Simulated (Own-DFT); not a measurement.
AlN (wurtzite, strained, atoms displaced) (calculated)

All values are calculated (Own-DFT development build). A calculation, not a measurement: plane-wave PBE density functional theory by an unreviewed code, no spin, of a simulated periodic cell, stress positive in tension, free energy of the whole cell less one offset for each atom, forces on such cells passed a denser k mesh, this cell's mesh not checked; offsets are fitted by least squares, one for each functional and potential file, so energies compare only between cells with the same atoms and settings and are not formation energies; the far tail of each file's local potential was reset to the Coulomb form; each entry is a single point on an unrelaxed cell, so the pressure reflects the starting lattice, mostly measured values (interpolated for alloys), from which strain is counted, and rises with the displacements; printed positions are rounded, which can move forces by about a meV/angstrom; the program, named Own-DFT, is a retired in-house code; no spin-orbit coupling.

Common to all runs: functional PBE; potential files PseudoDojo norm-conserving, scalar-relativistic, standard set; wave cutoff 42 hartree; occupations Fermi-Dirac; smearing width 0.1 eV; hardware one NVIDIA H100; k mesh 2 x 2 x 2 centred on Gamma.

(1) AlN (wurtzite, strained, atoms displaced)

```
cell vectors (Å)
  12.5560     0.0620     0.0337
  -6.2243    10.9147    -0.1499
   0.0270    -0.1229     9.8948
atoms (fractions of the cell vectors)
Al  0.08173  0.16237  0.99700
Al  0.17060  0.09294  0.24525
N   0.08001  0.16391  0.19863
N   0.17108  0.08943  0.43265
Al  0.08844  0.16793  0.50588
Al  0.17008  0.08115  0.74343
N   0.08056  0.15978  0.68853
N   0.17713  0.08913  0.94434
Al  0.08684  0.42029  0.00199
Al  0.16500  0.32966  0.25238
N   0.08033  0.41141  0.19200
N   0.17294  0.33366  0.44561
Al  0.09037  0.41855  0.49502
Al  0.16098  0.33523  0.74336
N   0.07954  0.41418  0.68462
N   0.16341  0.33214  0.94526
Al  0.09007  0.66659  0.99940
Al  0.16465  0.58404  0.25128
N   0.08409  0.66407  0.18871
N   0.16657  0.58375  0.44569
Al  0.08426  0.66537  0.49990
Al  0.16174  0.57756  0.74974
N   0.08435  0.66765  0.67830
N   0.17447  0.59012  0.94083
Al  0.08293  0.91598  0.00395
Al  0.16178  0.83275  0.25682
N   0.08258  0.91596  0.19412
N   0.17012  0.84070  0.43944
Al  0.07430  0.91782  0.50853
Al  0.16624  0.83421  0.74478
N   0.08295  0.91639  0.69510
N   0.17053  0.82901  0.93662
Al  0.32787  0.16737  0.00023
Al  0.42211  0.08003  0.25208
N   0.32683  0.15836  0.18388
N   0.41644  0.07979  0.44302
Al  0.32722  0.16050  0.50288
Al  0.41806  0.08157  0.74823
N   0.33053  0.16506  0.69017
N   0.41894  0.08604  0.94782
Al  0.34027  0.42216  0.00039
Al  0.42262  0.33284  0.25613
N   0.33517  0.41653  0.18412
N   0.42124  0.34156  0.45109
Al  0.33079  0.41231  0.49846
Al  0.41760  0.33604  0.74419
N   0.32919  0.41301  0.68509
N   0.41592  0.33307  0.93296
Al  0.32854  0.66062  0.00202
Al  0.42069  0.59013  0.25616
N   0.33698  0.66627  0.19675
N   0.41857  0.58244  0.44290
Al  0.32506  0.66691  0.50101
Al  0.42089  0.58963  0.75300
N   0.33750  0.67215  0.68896
N   0.41581  0.57808  0.93625
Al  0.33037  0.91600  0.00251
Al  0.41280  0.83464  0.26205
N   0.33163  0.91407  0.18248
N   0.42255  0.84030  0.43575
Al  0.33862  0.91196  0.49951
Al  0.42213  0.83722  0.74701
N   0.33750  0.92233  0.69909
N   0.40626  0.82496  0.93871
Al  0.57870  0.16633  0.00481
Al  0.66512  0.08175  0.24773
N   0.58713  0.16556  0.19381
N   0.66336  0.07814  0.43889
Al  0.57421  0.16287  0.50549
Al  0.66819  0.08514  0.74983
N   0.58153  0.16226  0.69011
N   0.66038  0.07933  0.94171
Al  0.58105  0.41534  0.99683
Al  0.66934  0.33666  0.24771
N   0.58370  0.41465  0.18460
N   0.66872  0.33465  0.44870
Al  0.57613  0.41428  0.50882
Al  0.66612  0.33319  0.74845
N   0.58128  0.41948  0.70280
N   0.66977  0.33718  0.93727
Al  0.57782  0.66258  0.00052
Al  0.67890  0.59465  0.24911
N   0.58476  0.66552  0.18843
N   0.67145  0.57873  0.43345
Al  0.58034  0.66026  0.49191
Al  0.66673  0.57864  0.76169
N   0.57971  0.65662  0.69711
N   0.67397  0.59066  0.93797
Al  0.58057  0.91525  0.00161
Al  0.67085  0.83741  0.25436
N   0.58668  0.91011  0.19437
N   0.67142  0.83870  0.43646
Al  0.58490  0.91444  0.50255
Al  0.67002  0.83359  0.75093
N   0.58565  0.91872  0.69301
N   0.67162  0.83097  0.94092
Al  0.83097  0.16180  0.00020
Al  0.91907  0.08843  0.24352
N   0.83472  0.16645  0.19061
N   0.91416  0.08001  0.44144
Al  0.83276  0.16855  0.49768
Al  0.92571  0.09025  0.74766
N   0.83385  0.17671  0.68693
N   0.92923  0.08692  0.93925
Al  0.82932  0.41010  0.00136
Al  0.91753  0.34480  0.24637
N   0.83453  0.41379  0.18814
N   0.91077  0.32716  0.44437
Al  0.83101  0.41169  0.49845
Al  0.92219  0.34118  0.74678
N   0.82732  0.41420  0.69753
N   0.92220  0.33468  0.93983
Al  0.83554  0.66205  0.00099
Al  0.91815  0.58613  0.24765
N   0.83782  0.67252  0.19935
N   0.90841  0.57965  0.43514
Al  0.84158  0.67416  0.50515
Al  0.91118  0.58016  0.75246
N   0.83446  0.66352  0.68675
N   0.92733  0.59481  0.94613
Al  0.84124  0.92104  0.99078
Al  0.91613  0.83394  0.25156
N   0.84203  0.91960  0.18889
N   0.92191  0.84392  0.44249
Al  0.83545  0.91444  0.49337
Al  0.91191  0.82767  0.74917
N   0.83483  0.91834  0.69043
N   0.91404  0.83724  0.93073
```

The calculation gives: free energy of cell above offsets -53.932 eV; pressure 2.08 GPa; stress xx -2.5 GPa; stress yy 3.9 GPa; stress zz -7.64 GPa; stress yz -2.97 GPa; stress xz -0.01 GPa; stress xy 0.77 GPa; wall time 417.3 s.

Force:
| element | x (eV/Å) | y (eV/Å) | z (eV/Å) |
| --- | --- | --- | --- |
| Al | 1.717 | 2.059 | 1.037 |
| Al | 0.096 | -2.114 | 0.279 |
| N | 0.36 | 1.146 | -1.626 |
| N | -0.365 | -0.981 | 1.735 |
| Al | -1.253 | -0.606 | -2.101 |
| Al | -0.745 | 0.457 | 1.749 |
| N | 1.062 | 1.56 | 0.709 |
| N | -2.87 | -2.353 | -1.332 |
| Al | -0.012 | -0.645 | -0.245 |
| Al | 0.63 | 0.559 | -0.887 |
| N | 0.065 | 1.466 | 0.81 |
| N | -1.471 | -0.53 | -0.805 |
| Al | -1.432 | -0.892 | -0.151 |
| Al | 1.997 | -0.755 | 1.356 |
| N | 0.359 | 1.055 | 0.214 |
| N | 0.724 | 0.299 | -1.023 |
| Al | -0.767 | 1.192 | -0.065 |
| Al | 1.172 | -0.463 | -0.253 |
| N | -0.347 | 0.389 | 0.878 |
| N | -0.226 | -0.555 | -1.18 |
| Al | -1.574 | 0.516 | -1.848 |
| Al | 0.578 | 1.803 | -0.638 |
| N | -0.287 | -0.718 | 3.075 |
| N | -0.977 | -2.52 | -0.461 |
| Al | 0.348 | -0.082 | -1.055 |
| Al | 0.714 | 0.56 | -1.822 |
| N | -0.195 | 0.164 | -0.215 |
| N | 0.083 | -1.216 | 1.778 |
| Al | 2.578 | 1.347 | -1.397 |
| Al | 0.869 | -0.35 | 0.609 |
| N | -0.38 | -0.335 | -0.327 |
| N | -1.579 | 0.444 | 0.323 |
| Al | 2.811 | 1.402 | -0.415 |
| Al | -1.47 | 0.015 | -0.877 |
| N | 1.632 | 1.787 | 2.147 |
| N | -0.845 | -0.102 | -0.198 |
| Al | 0.837 | 0.762 | -0.793 |
| Al | -0.484 | 1.22 | 1.336 |
| N | 1 | 0.22 | 0.016 |
| N | -0.669 | -0.507 | -0.955 |
| Al | -0.82 | -1.888 | -0.91 |
| Al | -0.94 | 0.03 | -1.135 |
| N | -0.004 | -0.007 | 2.413 |
| N | 0.067 | -2.611 | -1.467 |
| Al | 0.256 | 1.939 | 0.518 |
| Al | -1.098 | -0.679 | 0.541 |
| N | -0.538 | 0.708 | 1.159 |
| N | 0.223 | 0.066 | 0.975 |
| Al | 1.667 | 1.758 | 0.239 |
| Al | 0.752 | -1.471 | -0.96 |
| N | -1.511 | 0.112 | -0.136 |
| N | -1.421 | -0.068 | 0.133 |
| Al | 2.628 | 0.449 | -0.084 |
| Al | -0.543 | -1.385 | -1.636 |
| N | -0.671 | -0.907 | 0.193 |
| N | -0.586 | 1.057 | 1.18 |
| Al | 0.658 | 0.217 | -1.934 |
| Al | 1.094 | -0.117 | -4.68 |
| N | 0.061 | -0.085 | 3.176 |
| N | 0.282 | -1.897 | 3.221 |
| Al | -2.333 | 1.601 | 1.021 |
| Al | -0.762 | -0.37 | 1.181 |
| N | -0.06 | -1.719 | -1.824 |
| N | 1.571 | 0.8 | 0.483 |
| Al | 0.703 | 0.421 | -0.804 |
| Al | 1.29 | -0.503 | 0.531 |
| N | -0.877 | 0.659 | 0.02 |
| N | -0.394 | 0.572 | 0.648 |
| Al | 2.191 | 0.69 | -1.308 |
| Al | 0.327 | 0.185 | -0.162 |
| N | -0.45 | 0.843 | 0.866 |
| N | 0.805 | 0.564 | 0.227 |
| Al | -0.096 | 0.276 | -0.558 |
| Al | -0.232 | -0.522 | 0.964 |
| N | 0.294 | 0.573 | 0.918 |
| N | -1.338 | -0.97 | -0.698 |
| Al | 2.517 | 1.616 | -0.349 |
| Al | -0.437 | -0.725 | -0.053 |
| N | 0.978 | -0.949 | -1.32 |
| N | -0.204 | -0.963 | 0.916 |
| Al | 1.008 | 1.335 | -0.461 |
| Al | -1.533 | -2.091 | -0.279 |
| N | -0.028 | 0.428 | 0.954 |
| N | -0.801 | 0.812 | 1.688 |
| Al | 1.187 | 0.812 | 1.248 |
| Al | -0.395 | 1.328 | -2.881 |
| N | 0.66 | 1.697 | -1.249 |
| N | -0.013 | -1.363 | 2.898 |
| Al | 0.136 | -1.082 | -0.218 |
| Al | 1.036 | -0.466 | -2.022 |
| N | -2.151 | 1.095 | -0.515 |
| N | 0.108 | -1.863 | 1.644 |
| Al | 0.306 | 1.115 | -0.515 |
| Al | -0.028 | -0.536 | -0.237 |
| N | 0.356 | -0.411 | -0.196 |
| N | -1.143 | 0.414 | 0.24 |
| Al | 0.278 | 0.738 | -0.459 |
| Al | -0.177 | -1.29 | 1.542 |
| N | -0.92 | 0.712 | -0.221 |
| N | 0.569 | 1.021 | -0.026 |
| Al | -0.01 | -1.547 | -0.263 |
| Al | -2.037 | -1.279 | -0.362 |
| N | 0.926 | -1.175 | 1.224 |
| N | -2.851 | -0.962 | -0.465 |
| Al | 0.831 | 0.997 | -1.192 |
| Al | 2.009 | -3.058 | 1.119 |
| N | -1.961 | 1.598 | 0.066 |
| N | 1.181 | 2.072 | -1.187 |
| Al | -0.42 | 1.004 | 0.742 |
| Al | -1.219 | -1.366 | 0.514 |
| N | 1.006 | 1.003 | -0.815 |
| N | -0.696 | -0.091 | 0.214 |
| Al | -1.152 | 2.194 | 0.293 |
| Al | 0.128 | -0.433 | -0.074 |
| N | 0.762 | -0.535 | -1.736 |
| N | 1.901 | 0.352 | 0.833 |
| Al | -1.052 | -1.218 | -1.896 |
| Al | 1.101 | 0.587 | -0.335 |
| N | -0.651 | 0.118 | 1.495 |
| N | 0.041 | -2.284 | -0.676 |
| Al | -1.439 | -0.378 | 1.23 |
| Al | 0.626 | 1.463 | -0.393 |
| N | -1.219 | -0.107 | -0.218 |
| N | 0.573 | -2.709 | -0.275 |
| Al | -1.979 | 1.858 | 1.313 |
| Al | -0.038 | 0.973 | -0.684 |
| N | 0.048 | -0.145 | -0.226 |
| N | 2.41 | -1.334 | 1.928 |

(2) AlN (wurtzite, strained, atoms displaced)

```
cell vectors (Å)
  12.4759    -0.0808     0.1413
  -6.3079    10.8449     0.0508
   0.1131     0.1123    10.0851
atoms (fractions of the cell vectors)
Al  0.08274  0.16576  0.00463
Al  0.17244  0.08803  0.25652
N   0.07814  0.15929  0.19343
N   0.17232  0.09105  0.43298
Al  0.08407  0.16318  0.50517
Al  0.16744  0.07763  0.74598
N   0.06978  0.16444  0.69363
N   0.16070  0.08237  0.94307
Al  0.08519  0.41012  0.00466
Al  0.16932  0.33402  0.26032
N   0.08677  0.41607  0.19314
N   0.17057  0.33368  0.44539
Al  0.07815  0.41514  0.50746
Al  0.16414  0.33631  0.75315
N   0.08598  0.42034  0.68354
N   0.16225  0.33650  0.94112
Al  0.08432  0.66601  0.00105
Al  0.16781  0.58245  0.24835
N   0.07726  0.65808  0.19144
N   0.16453  0.58667  0.43314
Al  0.08034  0.66321  0.51094
Al  0.17531  0.58551  0.75503
N   0.08317  0.66517  0.68934
N   0.16781  0.58791  0.93487
Al  0.08540  0.91058  0.00362
Al  0.17224  0.83521  0.25318
N   0.08068  0.91027  0.19979
N   0.16086  0.82971  0.44503
Al  0.06690  0.90610  0.49202
Al  0.16371  0.82828  0.75175
N   0.08970  0.92842  0.69156
N   0.17503  0.83740  0.94278
Al  0.33625  0.16279  0.99417
Al  0.42291  0.08460  0.24438
N   0.33379  0.17041  0.18480
N   0.41129  0.08137  0.44140
Al  0.34345  0.16842  0.49706
Al  0.40949  0.08407  0.76175
N   0.33300  0.16550  0.69369
N   0.41679  0.08292  0.94389
Al  0.33370  0.41504  0.00133
Al  0.42061  0.33535  0.25017
N   0.33074  0.41164  0.19409
N   0.40981  0.32335  0.44555
Al  0.33564  0.41621  0.49626
Al  0.42480  0.34059  0.75093
N   0.33040  0.41546  0.69653
N   0.42168  0.33227  0.94484
Al  0.33288  0.66332  0.00030
Al  0.41511  0.57969  0.24560
N   0.33423  0.67039  0.18988
N   0.42677  0.59034  0.43819
Al  0.33181  0.66115  0.49372
Al  0.41336  0.57886  0.75252
N   0.33311  0.67195  0.69196
N   0.41625  0.58751  0.94448
Al  0.33923  0.92028  0.00123
Al  0.40759  0.82334  0.24896
N   0.33817  0.92122  0.19017
N   0.41634  0.83000  0.43828
Al  0.33771  0.92039  0.50668
Al  0.42263  0.84026  0.75984
N   0.33005  0.92019  0.68769
N   0.42417  0.84110  0.93582
Al  0.58370  0.16906  0.99948
Al  0.66419  0.08833  0.25458
N   0.58177  0.16994  0.18351
N   0.66812  0.09212  0.45458
Al  0.58548  0.16865  0.49504
Al  0.67023  0.09242  0.74640
N   0.58639  0.17450  0.68762
N   0.66692  0.08931  0.94368
Al  0.59241  0.42738  0.99717
Al  0.66781  0.33754  0.25188
N   0.57336  0.40596  0.19127
N   0.65914  0.32784  0.44218
Al  0.58492  0.41684  0.49635
Al  0.66894  0.33587  0.74597
N   0.58652  0.41467  0.69893
N   0.66455  0.33038  0.93824
Al  0.58162  0.66684  0.99756
Al  0.66850  0.58831  0.24896
N   0.57917  0.66509  0.19425
N   0.66631  0.58229  0.43624
Al  0.57432  0.66837  0.50399
Al  0.66084  0.58769  0.75231
N   0.57789  0.66454  0.68988
N   0.66971  0.59185  0.94019
Al  0.58174  0.91711  0.01181
Al  0.66421  0.83791  0.24674
N   0.59040  0.91986  0.18645
N   0.66704  0.83201  0.44520
Al  0.58317  0.92102  0.50241
Al  0.67352  0.83274  0.74790
N   0.57712  0.91717  0.69865
N   0.66779  0.83228  0.93639
Al  0.83693  0.17286  0.00277
Al  0.90918  0.08378  0.25245
N   0.83702  0.17369  0.19244
N   0.92276  0.08711  0.43901
Al  0.83675  0.17044  0.50159
Al  0.91911  0.08027  0.75200
N   0.83602  0.17521  0.68169
N   0.92233  0.08938  0.93712
Al  0.82527  0.41602  0.00655
Al  0.92025  0.33385  0.25817
N   0.83596  0.42441  0.19654
N   0.90490  0.32860  0.43202
Al  0.83699  0.41598  0.49869
Al  0.90650  0.33509  0.76433
N   0.83463  0.41414  0.68805
N   0.91867  0.33241  0.94189
Al  0.82237  0.65183  0.99312
Al  0.91231  0.58166  0.25012
N   0.81804  0.65565  0.18784
N   0.92040  0.58428  0.43762
Al  0.82710  0.66362  0.50390
Al  0.91642  0.57700  0.74628
N   0.83588  0.67086  0.68697
N   0.91232  0.58079  0.93696
Al  0.84404  0.91467  0.00682
Al  0.91505  0.83205  0.26305
N   0.82132  0.90500  0.19232
N   0.91274  0.83033  0.44223
Al  0.83225  0.92131  0.50338
Al  0.91448  0.83309  0.75395
N   0.83319  0.92114  0.68771
N   0.91165  0.83852  0.93955
```

The calculation gives: free energy of cell above offsets -52.119 eV; pressure 2.91 GPa; stress xx -4.46 GPa; stress yy -2.4 GPa; stress zz -1.86 GPa; stress yz 2.29 GPa; stress xz 3.56 GPa; stress xy -2.56 GPa; wall time 368.5 s.

Force:
| element | x (eV/Å) | y (eV/Å) | z (eV/Å) |
| --- | --- | --- | --- |
| Al | 0.017 | 0.132 | -0.091 |
| Al | -0.706 | -0.798 | -2.004 |
| N | -0.065 | 1.147 | 0.04 |
| N | -0.052 | -1.315 | 2.599 |
| Al | 0.201 | 0.714 | -0.159 |
| Al | -1.583 | 3.218 | 1.703 |
| N | 4.394 | 1.868 | -1.193 |
| N | 1.734 | -0.403 | -0.475 |
| Al | -2.163 | 1.854 | 0.272 |
| Al | -0.74 | -1.45 | -0.784 |
| N | 0.151 | -0.001 | -0.007 |
| N | -1.166 | 0.299 | 0.18 |
| Al | 0.51 | 0.194 | -2.19 |
| Al | -0.447 | -1.288 | -0.592 |
| N | -0.735 | 0.122 | 2.57 |
| N | 2.609 | -0.839 | -0.189 |
| Al | -0.39 | -0.057 | 0.251 |
| Al | -1.194 | -0.265 | 0.111 |
| N | 0.751 | 1.554 | -0.769 |
| N | 0.778 | -1.022 | 1.229 |
| Al | 0.359 | 0.814 | -2.476 |
| Al | -1.74 | -0.679 | -1.386 |
| N | 0.241 | -0.23 | 1.673 |
| N | 0.544 | -1.01 | 1.841 |
| Al | -1.419 | 1.086 | 0.29 |
| Al | -1.014 | -1.092 | 0.569 |
| N | 0.176 | 0.546 | -0.786 |
| N | 0.666 | 0.408 | -0.186 |
| Al | 3.722 | 2.774 | 1.486 |
| Al | -0.235 | 1.258 | -0.588 |
| N | -0.624 | -4.785 | -1.257 |
| N | -0.759 | -1.053 | -0.275 |
| Al | -2.181 | 0.847 | 1.247 |
| Al | -2.484 | 0.2 | 1.066 |
| N | 1.107 | -0.637 | 0.409 |
| N | 2.536 | -0.008 | -1.414 |
| Al | -2.389 | -1.918 | 1.598 |
| Al | 1.578 | -0.061 | -2.244 |
| N | 0.16 | 1.347 | -0.299 |
| N | 0.598 | 0.051 | -0.092 |
| Al | -0.041 | -0.483 | -0.017 |
| Al | -2.1 | -2.054 | 0.522 |
| N | 0.31 | 1.007 | -0.39 |
| N | 0.701 | 3.536 | -0.997 |
| Al | -0.068 | 0.054 | 1.01 |
| Al | -1.475 | -1.994 | 0.569 |
| N | 0.995 | 0.261 | -0.828 |
| N | -0.687 | 1.149 | -0.85 |
| Al | -1.063 | 1.551 | -0.339 |
| Al | -0.253 | 0.234 | 0.545 |
| N | 0.558 | -1.988 | -0.789 |
| N | -2.69 | -2.581 | -0.806 |
| Al | -0.744 | 0.816 | 1.179 |
| Al | -1.226 | 1.022 | 0.021 |
| N | 1.81 | -0.103 | -0.573 |
| N | 0.825 | -1.508 | -0.507 |
| Al | 0.099 | -0.769 | 0.1 |
| Al | 0.748 | 2.949 | 0.88 |
| N | 0.411 | -0.968 | -0.178 |
| N | -0.215 | 0.702 | -0.097 |
| Al | -0.965 | -1.296 | -1.055 |
| Al | -1.91 | -1.101 | -2.042 |
| N | 1.042 | -0.174 | 1.841 |
| N | -0.697 | -1.173 | 2.879 |
| Al | 0.174 | -0.416 | -0.412 |
| Al | 0.618 | -0.168 | -0.396 |
| N | 1.653 | 0.523 | 1.315 |
| N | 1.259 | -1.85 | -2.57 |
| Al | -2.002 | -0.519 | 2.012 |
| Al | -0.295 | -1.12 | 0.518 |
| N | -0.618 | -1.053 | 0.448 |
| N | 0.805 | -0.366 | -0.287 |
| Al | -0.907 | -2.522 | 0.646 |
| Al | -0.412 | -0.559 | -0.01 |
| N | 2.608 | 3.159 | -0.968 |
| N | 0.99 | 1.917 | -0.75 |
| Al | -0.683 | -0.245 | 0.704 |
| Al | -0.047 | -0.863 | 0.642 |
| N | -0.388 | 2.173 | -1.581 |
| N | -0.025 | 1.678 | 0.045 |
| Al | -0.149 | 1.268 | 1.126 |
| Al | -2.837 | -2.129 | 0.982 |
| N | 0.436 | 0.472 | -1.169 |
| N | -0.771 | 0.15 | 0.991 |
| Al | 3.172 | 0.652 | -0.156 |
| Al | 1.609 | -0.696 | -0.818 |
| N | 0.525 | 0.31 | 0.278 |
| N | -1.444 | -1.645 | -1.011 |
| Al | 1.256 | 0.658 | -3.605 |
| Al | 0.042 | -2.21 | 1.449 |
| N | -2.038 | 0.514 | 2.397 |
| N | -0.816 | 1.224 | -0.48 |
| Al | 0.101 | -0.847 | 0.792 |
| Al | -2.827 | 0.351 | 0.869 |
| N | 2.882 | 1.366 | -1.791 |
| N | 0.089 | 0.473 | 0.834 |
| Al | -0.059 | -1.93 | -0.221 |
| Al | 1.426 | -0.67 | -0.409 |
| N | -0.725 | -0.765 | 0.134 |
| N | -1.34 | -0.407 | 0.206 |
| Al | 0.161 | -0.614 | -0.183 |
| Al | -3.232 | 0.065 | 0.823 |
| N | 0.514 | -0.445 | 2.1 |
| N | -0.908 | -0.973 | 1.328 |
| Al | 1.569 | -0.265 | -0.087 |
| Al | -0.635 | 0.732 | -2.496 |
| N | 0.256 | -2.258 | -1.005 |
| N | 1.987 | 0.912 | 2.27 |
| Al | -1.581 | 0.191 | -0.197 |
| Al | 2.594 | -0.783 | -2.274 |
| N | -0.624 | 0.947 | -0.261 |
| N | -0.882 | 1.584 | 1.232 |
| Al | 1.378 | 3.575 | 1.616 |
| Al | -0.154 | 1.333 | 0.471 |
| N | 3.737 | 2.24 | -0.974 |
| N | -1.246 | -0.345 | 1.066 |
| Al | 0.769 | -0.291 | -0.83 |
| Al | -0.833 | 0.977 | 0.27 |
| N | -0.286 | -0.808 | 1.212 |
| N | 0.697 | -0.074 | -0.115 |
| Al | -4.334 | 1.859 | 0.193 |
| Al | -0.685 | -0.624 | -2.563 |
| N | 2.363 | 2.183 | 0.299 |
| N | -2.146 | -0.568 | 0.517 |
| Al | 0.206 | -0.433 | -0.738 |
| Al | 0.519 | 1.045 | -0.58 |
| N | 1.221 | -0.708 | 0.026 |
| N | 4.207 | -2.977 | -0.626 |
